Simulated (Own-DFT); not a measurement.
# Strain and stress in diamond silicon, 64 atoms (Si64)

All numbers below are calculated, not measured. They come from Own-DFT, an in-house plane-wave density functional program, since retired, whose code no person has reviewed. Each row is one single-point run on a periodic cell that was not relaxed, without spin or spin-orbit coupling.

Settings of every run: PBE; PseudoDojo norm-conserving scalar-relativistic files; cutoff 20 hartree; 3 x 3 x 3 k mesh centred on Gamma; Fermi-Dirac smearing of 0.1 eV.

Known limits: k mesh not checked against a denser one; stress not checked against mesh or cutoff.

Unstrained cell vectors in Å: (10.862, 0.000, 0.000); (0.000, 10.862, 0.000); (0.000, 0.000, 10.862). The unstrained cell has measured lattice constants (interpolated for alloys), not those of this functional. That, the random moves and any unrelaxed bonds set the pressure at no strain. Each run strains this cell uniformly, with the atoms carried along. Every atom was also moved at random, by a Gaussian of width 0.05 Å on each axis. Strain is the symmetric tensor, in per cent. Stress is positive in tension, and the pressure is minus a third of its trace.

| run | e_xx (%) | e_yy (%) | e_zz (%) | e_yz (%) | e_xz (%) | e_xy (%) | s_xx (GPa) | s_yy (GPa) | s_zz (GPa) | s_yz (GPa) | s_xz (GPa) | s_xy (GPa) | P (GPa) | E (meV/atom) |
|---|---|---|---|---|---|---|---|---|---|---|---|---|---|---|
| 1 | -0.40 | 0.54 | -0.10 | -0.95 | 1.30 | -1.84 | -3.14 | -2.30 | -2.82 | -1.56 | 2.69 | -4.32 | 2.75 | 20.1 |
| 2 | -1.76 | 0.88 | -0.97 | 0.18 | 0.51 | 1.02 | -5.54 | -3.21 | -4.84 | 1.08 | 1.89 | 3.31 | 4.53 | 20.8 |
| 3 | -1.56 | -1.88 | -1.73 | 0.13 | -1.45 | 1.88 | -8.15 | -8.39 | -8.15 | -0.02 | -3.49 | 3.82 | 8.23 | 48.0 |
| 4 | 1.00 | 1.69 | -0.42 | -0.99 | -0.37 | 1.29 | -0.34 | 0.32 | -1.51 | -1.98 | -0.94 | 2.16 | 0.51 | 8.6 |
| 5 | 0.04 | -0.05 | -0.04 | -1.39 | -0.05 | -0.30 | -2.58 | -2.62 | -2.71 | -3.13 | -0.13 | -0.91 | 2.64 | 10.2 |
| 6 | -1.91 | 1.71 | 1.30 | 0.89 | 0.76 | 1.08 | -3.29 | -0.38 | -0.78 | 1.15 | 1.49 | 2.17 | 1.49 | 8.1 |
| 7 | -1.86 | -0.87 | -1.04 | 0.13 | 1.82 | 0.25 | -7.30 | -6.33 | -6.50 | -0.22 | 4.84 | 0.79 | 6.71 | 33.1 |
| 8 | 1.71 | -1.31 | -0.31 | -0.97 | -1.18 | 1.69 | -1.20 | -3.98 | -3.02 | -1.08 | -2.89 | 3.89 | 2.73 | 22.6 |
| 9 | 0.32 | 1.52 | -1.71 | -0.87 | 1.13 | 1.24 | -2.55 | -1.19 | -4.18 | -2.88 | 2.52 | 3.15 | 2.64 | 19.6 |
| 10 | 1.70 | 0.65 | -1.86 | 1.58 | -0.87 | 0.86 | -0.95 | -2.00 | -4.14 | 3.94 | -2.67 | 2.37 | 2.36 | 20.3 |
| 11 | 1.86 | -1.87 | -1.14 | -0.47 | -1.81 | 1.99 | -2.11 | -5.53 | -5.09 | -0.14 | -3.93 | 4.40 | 4.24 | 48.6 |
| 12 | 0.68 | 1.71 | -0.09 | -1.41 | -0.61 | 0.01 | -0.50 | 0.44 | -1.15 | -3.10 | -1.14 | -0.11 | 0.40 | 0.0 |
| 13 | -0.55 | -0.58 | 0.07 | 0.75 | 1.73 | -1.31 | -4.04 | -4.16 | -3.46 | 1.16 | 4.07 | -2.28 | 3.89 | 32.0 |
| 14 | -0.63 | -0.57 | 1.31 | 0.64 | 1.77 | -1.08 | -3.08 | -2.95 | -1.35 | 1.39 | 3.26 | -2.88 | 2.46 | 8.0 |
| 15 | 0.33 | 0.87 | 0.53 | -1.93 | -0.69 | 1.42 | -1.40 | -0.99 | -1.32 | -3.35 | -2.18 | 2.93 | 1.24 | 16.7 |
| 16 | 0.96 | 1.27 | -1.19 | -1.82 | 1.45 | 0.27 | ? | ? | ? | ? | ? | ? | ? | ? |

E is the free energy for each atom above the lowest run shown.

## Worked fit

Each stress component was fitted by least squares to a constant and the strains of the runs shown, as fractions, with shears doubled. Shear strains stay in the fit of a normal stress only where such slopes are resolved. The slopes, in GPa:

| stress | at no strain | per e_xx | per e_yy | per e_zz | scatter |
|---|---|---|---|---|---|
| s_xx | -2.8 | 159 ± 3 | 75 ± 3 | 82 ± 4 | 0.14 |
| s_yy | -2.8 | 69 ± 3 | 166 ± 3 | 76 ± 4 | 0.15 |
| s_zz | -2.8 | 68 ± 3 | 77 ± 3 | 164 ± 4 | 0.15 |

Each shear stress against twice its own strain: yz 107 ± 9, xz 119 ± 9, xy 113 ± 9 GPa. These are stiffnesses along x, y and z of the frame in which the cell vectors are given, which need not be the crystal's axes. The atoms are held to the strained lattice; where symmetry lets them move under strain, relaxing them would lower some slopes. The table should be nearly symmetric about its diagonal, and what it lacks of that shows the noise. A ninth of its sum, 104 ± 2 GPa, estimates the bulk modulus near the mean pressure of these runs, 3.1 GPa, so it lies above the value at zero pressure.

## Withheld run

Question: what normal stresses and pressure should run 16 give?

The fit gives s_xx = -1.2, s_yy = -0.9, s_zz = -3.1 and P = 1.8 GPa. The calculation gave -1.27, -0.98, -3.12 and P = 1.79 GPa.
